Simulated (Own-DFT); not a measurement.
Simulation results for Hf36O71 (tetragonal hafnia with one neutral oxygen vacancy, atoms displaced)

Computed with Own-DFT development build. A calculation, not a measurement: plane-wave PBE and HSE06 DFT by an unreviewed code, no spin, of a simulated cell at Gamma alone, so results move with cell size and shape, stress positive in tension, energies less offsets, not probed for a lower state with spin; hafnium file: forces about 75 meV/angstrom off all-electron values; oxygen file: force components 24 meV/angstrom off all-electron in a glass; k mesh not checked against a denser one; forces and stress are PBE's, HSE06 gives the energy alone, and its difference from PBE has offsets of its own; offsets are fitted by least squares, one for each functional and potential file, so energies compare only between cells with the same atoms and settings and are not formation energies; the far tail of each file's local potential was reset to the Coulomb form; each entry is a single point on an unrelaxed cell, so the pressure reflects the starting lattice, taken from the Materials Project, from which strain is counted, and rises with the displacements; printed positions are rounded, which can move forces by about a meV/angstrom; the program is a retired in-house code; no spin-orbit coupling.

Settings shared by all entries: first functional PBE; second functional HSE06; exact exchange share 0.25; screening 0.11 1/bohr; exchange divergence Gygi-Baldereschi; potential files PseudoDojo norm-conserving, scalar-relativistic, made for PBE, standard set; wave cutoff 48 hartree; occupations fixed; k mesh 1 x 1 x 1 centred on Gamma.

(1) Hf36O71 (tetragonal hafnia with one neutral oxygen vacancy, atoms displaced)

```
CELL_PARAMETERS angstrom
10.78000 0.00000 0.00000
0.00000 10.78000 0.00000
0.00000 0.00000 10.44930
ATOMIC_POSITIONS crystal
Hf 0.00076 0.00284 0.00031
Hf 0.16737 0.16719 0.24757
O 0.00264 0.17435 0.15511
O 0.16468 0.00290 0.34985
O 0.00156 0.16150 0.40671
O 0.16662 0.99533 0.09628
Hf 0.99431 0.99803 0.50179
Hf 0.16244 0.16839 0.74778
O 0.99819 0.16929 0.65043
O 0.16649 0.99869 0.84476
O 0.00456 0.16634 0.90302
O 0.17265 0.00034 0.59103
Hf 0.00050 0.33519 0.00067
Hf 0.16445 0.49972 0.24705
O 0.99888 0.50197 0.15632
O 0.16435 0.33559 0.34865
O 0.99873 0.50243 0.40289
O 0.15783 0.33549 0.09584
Hf 0.00385 0.33376 0.50118
Hf 0.16626 0.49858 0.74734
O 0.00017 0.50526 0.65319
O 0.17072 0.33309 0.84956
O 0.00271 0.50167 0.90263
O 0.16941 0.33577 0.59790
Hf 0.00053 0.66928 0.99816
Hf 0.16672 0.83551 0.24885
O 0.00341 0.83327 0.14918
O 0.16693 0.66624 0.34580
O 0.00055 0.83601 0.39959
O 0.16873 0.66582 0.09701
Hf 0.99784 0.66504 0.49980
Hf 0.16849 0.83129 0.74986
O 0.00039 0.83019 0.65566
O 0.16405 0.66512 0.84689
O 0.99877 0.83166 0.90608
O 0.16283 0.66626 0.59646
Hf 0.33171 0.00042 0.00161
Hf 0.50131 0.16944 0.24530
O 0.33250 0.16423 0.15181
O 0.50177 0.00207 0.34761
O 0.33084 0.16835 0.40284
O 0.50163 0.00821 0.10007
Hf 0.33854 0.99986 0.50084
Hf 0.49978 0.16796 0.75280
O 0.33114 0.16951 0.65167
O 0.50165 0.99768 0.84376
O 0.33089 0.16178 0.90366
O 0.49706 0.00139 0.59692
Hf 0.33205 0.33337 0.99869
Hf 0.49873 0.49484 0.25028
O 0.33189 0.49688 0.15358
O 0.33516 0.50075 0.40355
O 0.50040 0.33745 0.09471
Hf 0.33774 0.33330 0.50213
Hf 0.49937 0.50115 0.74818
O 0.33773 0.49968 0.65268
O 0.49991 0.32962 0.84307
O 0.33215 0.49775 0.90199
O 0.50045 0.33686 0.59582
Hf 0.33500 0.66761 0.00024
Hf 0.49819 0.82731 0.25151
O 0.33539 0.83428 0.15079
O 0.50208 0.66646 0.34688
O 0.33533 0.83911 0.39839
O 0.49798 0.66832 0.10240
Hf 0.33527 0.67015 0.50045
Hf 0.49533 0.83357 0.74840
O 0.33469 0.83212 0.65034
O 0.50569 0.66424 0.84662
O 0.32906 0.82858 0.90610
O 0.49780 0.66301 0.59282
Hf 0.67028 0.99904 0.99888
Hf 0.83603 0.16094 0.24743
O 0.66877 0.16525 0.15198
O 0.82960 0.00369 0.35019
O 0.66651 0.16622 0.40224
O 0.82998 0.99979 0.09960
Hf 0.66320 0.00224 0.49915
Hf 0.83649 0.16692 0.75194
O 0.66874 0.16910 0.65275
O 0.83200 0.99905 0.84353
O 0.66867 0.16747 0.90129
O 0.83854 0.99512 0.59612
Hf 0.66889 0.33083 0.99129
Hf 0.83150 0.49622 0.25177
O 0.66852 0.50408 0.14912
O 0.83624 0.33323 0.35161
O 0.66964 0.49692 0.40750
O 0.83492 0.33939 0.09954
Hf 0.66329 0.33029 0.49643
Hf 0.83055 0.50065 0.74962
O 0.67058 0.49830 0.65410
O 0.82853 0.33445 0.84825
O 0.66467 0.49869 0.90154
O 0.82699 0.33249 0.59587
Hf 0.66293 0.66656 0.99589
Hf 0.83338 0.83056 0.24905
O 0.66533 0.83457 0.14722
O 0.83062 0.67301 0.35366
O 0.66226 0.83083 0.40205
O 0.83600 0.66684 0.09493
Hf 0.66198 0.66596 0.49479
Hf 0.83063 0.83555 0.75388
O 0.67068 0.83557 0.65506
O 0.82957 0.66567 0.84755
O 0.66760 0.83582 0.90263
O 0.83251 0.66344 0.60024
```

```
PBE energy of cell above offsets : -100.914 eV
HSE06 less PBE above offsets     : -0.126 eV
PBE pressure                     : 0.94 GPa
PBE stress xx                    : -0.47 GPa
PBE stress yy                    : -0.67 GPa
PBE stress zz                    : -1.68 GPa
PBE stress yz                    : 0.41 GPa
PBE stress xz                    : -0.54 GPa
PBE stress xy                    : -0.04 GPa
```

Force:
```csv
element,x (eV/Å),y (eV/Å),z (eV/Å)
Hf,0.145,-1.253,-0.023
Hf,0.206,-0.052,1.721
O,-0.644,-0.923,-0.633
O,0.315,-0.295,-1.355
O,-0.21,1.082,-0.309
O,-0.302,0.525,0.02
Hf,2.076,-0.268,-0.698
Hf,0.982,-0.45,-0.058
O,0.279,0.089,0.451
O,-0.188,0.114,0.065
O,-0.474,0.216,-0.211
O,-1.068,-0.087,0.885
Hf,-0.804,0.734,-0.165
Hf,-0.069,0.366,0.623
O,-0.139,-0.003,-0.259
O,-0.171,-0.391,-0.262
O,-0.048,-0.408,0.117
O,2.074,-0.045,0.278
Hf,-1.124,-0.169,-0.671
Hf,-0.035,0.378,0.303
O,-0.072,-0.759,-0.038
O,-0.206,-0.182,-0.409
O,-0.108,-0.608,0.029
O,-0.454,0.081,0.342
Hf,0.094,-0.636,0.508
Hf,-0.035,0.011,0.641
O,-0.773,0.189,0.454
O,0.226,0.322,-0.072
O,-0.184,-0.428,0.06
O,0.085,0.006,-0.209
Hf,-0.443,0.589,0.24
Hf,-0.94,-0.079,-0.287
O,0.124,0.307,0.16
O,0.33,0.125,-0.287
O,-0.052,1.191,-0.378
O,1.385,0.027,-0.035
Hf,0.788,-0.377,0.218
Hf,0.098,-0.627,0.523
O,-0.142,0.437,-0.202
O,0.149,0.043,-0.125
O,0.737,0.335,-0.152
O,-0.206,-0.208,-0.971
Hf,-1.354,0.879,-1.099
Hf,-0.17,-0.864,-0.979
O,0.617,0.169,0.537
O,-0.287,0.113,0.319
O,0.311,0.759,-0.053
O,1.035,-0.166,0.576
Hf,-0.487,0,0.119
Hf,0.121,-0.12,-0.292
O,0.38,-0.265,-0.108
O,0.651,-0.142,0.033
O,0.074,-0.342,0.256
Hf,-0.823,-0.078,-0.587
Hf,0.858,-0.507,-0.093
O,-0.896,0.233,0.016
O,-0.135,0.746,0.603
O,0.43,0.429,0.091
O,0.186,-0.302,-0.248
Hf,-0.627,-0.762,0.596
Hf,0.506,1.327,-0.436
O,-0.252,0.073,0.104
O,-0.12,-0.821,0.296
O,0.139,-1.183,0.305
O,0.083,-0.07,-0.681
Hf,-1.439,-0.384,-0.785
Hf,1.493,0.078,0.202
O,-0.115,-0.3,0.019
O,-0.382,0.772,0.069
O,0.455,0.867,-0.921
O,0.508,0.298,0.783
Hf,-1.295,-0.081,0.548
Hf,-0.361,1.304,0.826
O,0.098,0.476,-0.047
O,-0.01,-1.082,-0.324
O,-0.59,0.272,-0.306
O,1.432,0.347,-0.223
Hf,0.506,-0.575,-0.07
Hf,-0.89,0.643,-0.875
O,-0.444,-0.655,0.171
O,0.249,0.916,1.008
O,-0.126,-0.725,-0.209
O,-1.834,0.362,0.638
Hf,0.35,0.873,1.404
Hf,0.23,0.239,-0.113
O,-0.664,0.004,0.798
O,-0.009,-0.598,-0.766
O,-0.635,0.27,-1.038
O,-0.445,-0.333,-0.445
Hf,1.161,0.061,0.673
Hf,0.436,0.538,-0.459
O,-1.523,0.269,-0.005
O,0.415,-0.577,0.095
O,-0.137,-0.083,-0.058
O,1.52,0,0.226
Hf,0.888,-0.081,0.866
Hf,0.097,0.073,-0.162
O,0.134,-0.117,0.64
O,-0.071,-0.956,-0.782
O,-0.006,0.881,0.008
O,-0.646,0.422,0.265
Hf,1.575,-0.016,0.913
Hf,0.674,-1.365,-0.901
O,-1.642,-0.011,-0.306
O,-0.04,0.168,0.203
O,0.01,-0.347,-0.137
O,-0.372,0.133,-0.523
```

(2) Hf36O71 (tetragonal hafnia with one neutral oxygen vacancy, atoms displaced)

```
CELL_PARAMETERS angstrom
10.78000 0.00000 0.00000
0.00000 10.78000 0.00000
0.00000 0.00000 10.44930
ATOMIC_POSITIONS crystal
Hf 0.99513 0.00101 0.00022
Hf 0.17071 0.17066 0.25091
O 0.00723 0.16886 0.15334
O 0.16920 0.99508 0.35174
O 0.00195 0.16217 0.39463
O 0.17113 0.99942 0.09612
Hf 0.00491 0.99892 0.50255
Hf 0.16257 0.17125 0.75528
O 0.99512 0.16498 0.65531
O 0.16547 0.00547 0.84353
O 0.99571 0.16126 0.91278
O 0.16127 0.99934 0.59608
Hf 0.99940 0.33689 0.99517
Hf 0.16893 0.50001 0.25027
O 0.00304 0.49840 0.14772
O 0.16221 0.32776 0.34222
O 0.00202 0.49841 0.40069
O 0.17093 0.33277 0.10970
Hf 0.99852 0.33237 0.49734
Hf 0.16505 0.51083 0.74881
O 0.99964 0.49421 0.65002
O 0.16322 0.33521 0.83895
O 0.00145 0.50432 0.90128
O 0.16154 0.34558 0.60260
Hf 0.99776 0.67206 0.99560
Hf 0.16825 0.83704 0.25788
O 0.00357 0.83806 0.14895
O 0.16465 0.66170 0.34033
O 0.99466 0.83166 0.40815
O 0.16559 0.66556 0.09558
Hf 0.99740 0.66712 0.50144
Hf 0.16154 0.83453 0.74907
O 0.00949 0.83464 0.65300
O 0.17092 0.67346 0.84256
O 0.00437 0.83175 0.90248
O 0.16663 0.67012 0.59681
Hf 0.33158 0.00196 0.99967
Hf 0.50168 0.17338 0.24690
O 0.33429 0.16716 0.15317
O 0.49853 0.00264 0.34341
O 0.34351 0.17002 0.40234
O 0.49423 0.00597 0.09580
Hf 0.33216 0.00287 0.49875
Hf 0.50132 0.16722 0.74072
O 0.33480 0.16691 0.65721
O 0.50627 0.00276 0.84470
O 0.33502 0.17401 0.90148
O 0.50557 0.99587 0.59508
Hf 0.33797 0.33511 0.99000
Hf 0.49571 0.49814 0.24758
O 0.33797 0.49999 0.15468
O 0.49823 0.33367 0.35121
O 0.33481 0.50140 0.39857
O 0.50386 0.33702 0.09699
Hf 0.32214 0.33853 0.50610
Hf 0.50145 0.50258 0.75392
O 0.33148 0.50707 0.65011
O 0.50003 0.32843 0.84427
O 0.32838 0.50091 0.90538
O 0.49823 0.32584 0.59766
Hf 0.33139 0.66139 0.00463
Hf 0.50105 0.83186 0.23755
O 0.32815 0.83284 0.14696
O 0.49696 0.65918 0.34545
O 0.33286 0.83110 0.39771
O 0.49744 0.66713 0.09755
Hf 0.34034 0.66543 0.50439
Hf 0.50331 0.83878 0.74905
O 0.49222 0.65480 0.84903
O 0.33685 0.83615 0.90011
O 0.50408 0.67468 0.59924
Hf 0.67194 0.99908 0.00132
Hf 0.83672 0.15832 0.25070
O 0.66049 0.15980 0.14571
O 0.82737 0.00286 0.34686
O 0.66360 0.17102 0.39964
O 0.83340 0.99345 0.10264
Hf 0.67481 0.00162 0.50018
Hf 0.82939 0.17045 0.74822
O 0.66901 0.16101 0.65586
O 0.83570 0.99563 0.84146
O 0.66630 0.16913 0.91064
O 0.82690 0.00494 0.59540
Hf 0.66967 0.32978 0.00680
Hf 0.83658 0.50520 0.25761
O 0.67112 0.50532 0.15090
O 0.82853 0.32903 0.34562
O 0.66843 0.49193 0.39808
O 0.82661 0.34033 0.10446
Hf 0.66469 0.33454 0.49666
Hf 0.84075 0.49664 0.74734
O 0.66454 0.49699 0.65186
O 0.84221 0.34167 0.84910
O 0.66887 0.49499 0.89313
O 0.83068 0.33314 0.59298
Hf 0.66644 0.67271 0.99412
Hf 0.82702 0.83708 0.25270
O 0.66887 0.84092 0.15450
O 0.83886 0.66394 0.34380
O 0.66473 0.83801 0.40010
O 0.83468 0.67511 0.10159
Hf 0.66468 0.67336 0.50729
Hf 0.83737 0.83357 0.74777
O 0.66401 0.83917 0.66030
O 0.83766 0.66618 0.85252
O 0.66276 0.83269 0.90276
O 0.82484 0.65653 0.59664
```

```
PBE energy of cell above offsets : -97.398 eV
HSE06 less PBE above offsets     : 0.043 eV
PBE pressure                     : 2.18 GPa
PBE stress xx                    : -1.85 GPa
PBE stress yy                    : -2.2 GPa
PBE stress zz                    : -2.49 GPa
PBE stress yz                    : -0.6 GPa
PBE stress xz                    : -0.51 GPa
PBE stress xy                    : -0.07 GPa
```

Force:
```csv
element,x (eV/Å),y (eV/Å),z (eV/Å)
Hf,1.99,-1.308,1.326
Hf,0.325,-1.084,-1.292
O,-1.574,-0.45,-0.184
O,-0.21,1.33,0.539
O,-0.267,-0.049,1.347
O,-1.129,0.204,-0.063
Hf,-0.763,0.647,-0.776
Hf,0.901,-0.97,-0.703
O,0.56,0.214,-0.272
O,-0.135,-0.462,0.241
O,-0.064,1.741,-1.338
O,1.399,0.14,0.315
Hf,0.103,0.361,2.264
Hf,-0.486,-0.575,-1.263
O,-0.504,-0.066,0.453
O,0.241,1.521,2.315
O,-0.189,0.057,0.585
O,-0.048,0.157,-2.408
Hf,-0.531,-0.229,-0.62
Hf,0.311,-0.758,-0.035
O,0.271,0.925,-0.241
O,-0.36,0.678,1.472
O,0.466,-0.009,-0.64
O,0.021,-0.977,-0.838
Hf,0.06,-0.784,2.221
Hf,0.127,-1.238,-1.954
O,-0.495,0.062,1.105
O,-0.379,1.33,1.138
O,-0.005,0.427,-0.14
O,-0.031,-0.41,-0.444
Hf,0.455,-0.773,-0.915
Hf,3.369,0.963,0.842
O,-3.603,-0.317,-0.792
O,-0.273,-0.663,0.496
O,-0.345,1.194,-0.968
O,-0.222,-0.061,-0.23
Hf,0.106,-0.107,-0.272
Hf,-0.759,-1.009,0.974
O,0.143,0.18,-0.149
O,-0.106,-0.738,-0.451
O,-1.404,0.173,0.909
O,1.207,-1.183,-0.487
Hf,1.18,-0.369,-0.619
Hf,-0.358,0.139,1.192
O,-1.87,-0.225,-0.849
O,0.008,-0.015,-0.162
O,-0.596,-1.268,-0.22
O,-1.102,-0.176,0.018
Hf,-0.164,-0.584,2.119
Hf,2.24,-0.613,0.579
O,-1.254,0.361,-0.932
O,0.117,0.63,-0.671
O,-0.703,-0.713,0.886
O,-0.711,-0.075,-0.035
Hf,2.329,-0.609,-1.019
Hf,0.939,-2.161,-0.605
O,0.499,-0.204,0.11
O,-0.402,1.087,0.215
O,-0.402,-0.459,-0.898
O,-0.469,0.265,-0.275
Hf,-0.235,1.803,-0.311
Hf,-1.746,0.753,1.748
O,0.741,-0.107,0.593
O,0.455,1.648,0.468
O,0.021,-0.03,1.28
O,0.994,0.714,-0.233
Hf,-0.609,0.483,-1.237
Hf,-2.546,0.14,0.884
O,0.661,2.568,0.378
O,0.149,-0.352,-0.132
O,-0.578,0.135,0.44
Hf,-2.168,1.146,0.069
Hf,-0.24,2.673,-0.688
O,1.891,0.027,0.609
O,0.167,-0.92,0.722
O,0.351,-1.114,0.361
O,0.212,0.715,-0.386
Hf,-2.829,1.003,-1.532
Hf,0.194,0.112,0.696
O,0.076,0.311,-0.461
O,-0.201,0.502,0.687
O,1.192,-0.746,-1.274
O,2.826,-0.778,0.807
Hf,-0.345,1.633,-0.321
Hf,-0.794,-2.325,-2.131
O,-0.629,0.413,0.202
O,1.022,-0.083,0.278
O,0.285,2.106,0.725
O,1.776,-0.989,-0.988
Hf,-0.791,0.298,-0.384
Hf,-2.237,0.765,0.399
O,-0.002,0.273,-0.151
O,0.24,-2.076,-0.095
O,-0.208,0.895,1.017
O,0.657,-0.186,0.84
Hf,0.446,-3.159,1.135
Hf,1.868,-1.242,-0.635
O,-0.77,-0.259,-1.009
O,-0.221,1.975,1.489
O,0.546,-1.251,0.462
O,-0.42,0.197,-0.768
Hf,-0.549,-1.496,-2.171
Hf,-0.267,-0.439,0.513
O,2.305,-0.777,-1.043
O,-0.257,0.608,-1.037
O,0.185,0.235,-0.246
O,1.933,1.105,0.533
```
